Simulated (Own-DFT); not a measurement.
# How strain changes the stress of wurtzite GaN, 96 atoms (Ga48N48)

All numbers below are calculated, not measured. The program, named Own-DFT, is a retired in-house plane-wave density functional code that no person has reviewed. Each row is one single-point run on a periodic cell that was not relaxed, without spin or spin-orbit coupling.

Settings of every run: PBE; PseudoDojo norm-conserving scalar-relativistic files; cutoff 42 hartree; 3 x 4 x 3 k mesh centred on Gamma; Fermi-Dirac smearing of 0.1 eV.

Known limits: forces on such cells passed a denser k mesh, each cell not checked; stress not checked against mesh or cutoff.

Unstrained cell vectors in Å: (12.756, 0.000, 0.000); (-4.784, 8.285, 0.000); (0.000, 0.000, 10.370). The unstrained cell has measured lattice constants (interpolated for alloys), not those of this functional. That, the random moves and any unrelaxed bonds set the pressure at no strain. Each run strains this cell uniformly, with the atoms carried along. Every atom was also moved at random, by a Gaussian of width 0.05 Å on each axis. Strain is the symmetric tensor, in per cent. Stress is positive in tension, and the pressure is minus a third of its trace.

```
run  e_xx (%)  e_yy (%)  e_zz (%)  e_yz (%)  e_xz (%)  e_xy (%)  s_xx (GPa)  s_yy (GPa)  s_zz (GPa)  s_yz (GPa)  s_xz (GPa)  s_xy (GPa)  P (GPa)  E (meV/atom)
  1     -1.72     -1.82     -1.34      0.82      1.02     -1.88      -18.81      -18.17      -20.29       -0.21        2.22       -5.96    19.09          71.0
  2     -0.52      0.79      1.09     -1.90     -0.45      1.68       -8.94       -3.95       -3.19       -4.22       -0.76        5.39     5.36          13.5
  3      0.60      1.49     -1.86     -0.66      1.15     -0.67       -4.81       -2.70      -15.53       -1.33        3.12       -1.73     7.68          23.4
  4      1.17     -0.05     -1.70      0.27      0.45      1.99       -3.93       -7.03      -16.08        0.43        1.89        4.81     9.01          18.2
  5     -1.16      1.26     -1.02      1.42     -1.83     -0.30      -12.61       -5.33      -11.99        2.55       -4.61       -1.97     9.97          34.4
  6      1.34      0.09     -1.84      0.78      0.15     -1.16       -2.36       -7.03      -17.24        1.43        0.06       -3.45     8.87          18.5
  7      1.22     -1.89      1.88      1.51     -1.22     -0.98       -3.50      -13.32       -0.20        3.39       -2.52       -3.47     5.67          19.6
  8     -0.20      1.63      0.20     -0.96     -1.27      1.55       -5.50       -1.39       -7.08       -2.30       -2.71        4.03     4.66           7.0
  9     -0.06      1.00      0.69      0.00     -0.43      1.02       -6.04       -2.69       -4.62        0.22       -1.73        4.09     4.45           1.0
 10      1.78     -0.42     -1.27      1.61     -0.24     -1.83       -0.90       -8.80      -13.42        3.79       -0.87       -4.48     7.71          18.3
 11     -0.45     -1.00     -1.41     -1.44     -1.79      1.54      -12.06      -13.46      -15.36       -3.52       -4.44        5.00    13.63          30.1
 12      1.97      1.08      1.60      0.59     -0.92     -1.85        1.76       -0.18        1.27        1.08       -1.77       -4.19    -0.95           0.0
 13      0.10     -1.53      0.09      0.24     -0.66      1.52      -10.70      -12.66       -8.46        0.71       -2.08        4.49    10.61          25.8
 14      0.67      0.68     -0.68     -0.08      1.10     -1.89       -5.93       -2.38      -12.79        0.27        2.81       -6.68     7.03          18.9
 15     -1.54     -0.03     -1.97      1.85      0.43      0.85      -16.66      -12.56      -17.36        3.80        1.66        2.13    15.53          49.0
 16     -1.96     -1.70     -0.69     -1.14      1.34      0.11      -19.69      -19.89      -13.53       -2.50        1.85        0.18    17.70          57.4
 17     -0.76     -0.47     -1.21      1.82      0.22     -1.35           ?           ?           ?           ?           ?           ?        ?             ?
```

E is the free energy for each atom above the lowest run shown.

## Worked fit

Each stress component was fitted by least squares to a constant and the strains of the runs shown, as fractions, with shears doubled. Shear strains stay in the fit of a normal stress only where such slopes are resolved. The slopes, in GPa:

| stress | at no strain | per e_xx | per e_yy | per e_zz | scatter |
|---|---|---|---|---|---|
| s_xx | -8.2 | 448 ± 18 | 130 ± 17 | 54 ± 17 | 0.82 |
| s_yy | -7.9 | 147 ± 23 | 420 ± 23 | 73 ± 22 | 1.08 |
| s_zz | -8.6 | 53 ± 28 | 83 ± 27 | 477 ± 26 | 1.26 |

Each shear stress against twice its own strain: yz 109 ± 8, xz 123 ± 9, xy 143 ± 10 GPa. These are stiffnesses along x, y and z of the frame in which the cell vectors are given, which need not be the crystal's axes. The atoms are held to the strained lattice; where symmetry lets them move under strain, relaxing them would lower some slopes. The table should be nearly symmetric about its diagonal, and what it lacks of that shows the noise. A ninth of its sum, 209 ± 4 GPa, estimates the bulk modulus near the mean pressure of these runs, 9.1 GPa, so it lies above the value at zero pressure.

## Withheld run

Question: what normal stresses and pressure should run 17 give?

The fit gives s_xx = -12.9, s_yy = -11.8, s_zz = -15.1 and P = 13.3 GPa. The calculation gave -12.98, -10.50, -14.70 and P = 12.73 GPa.
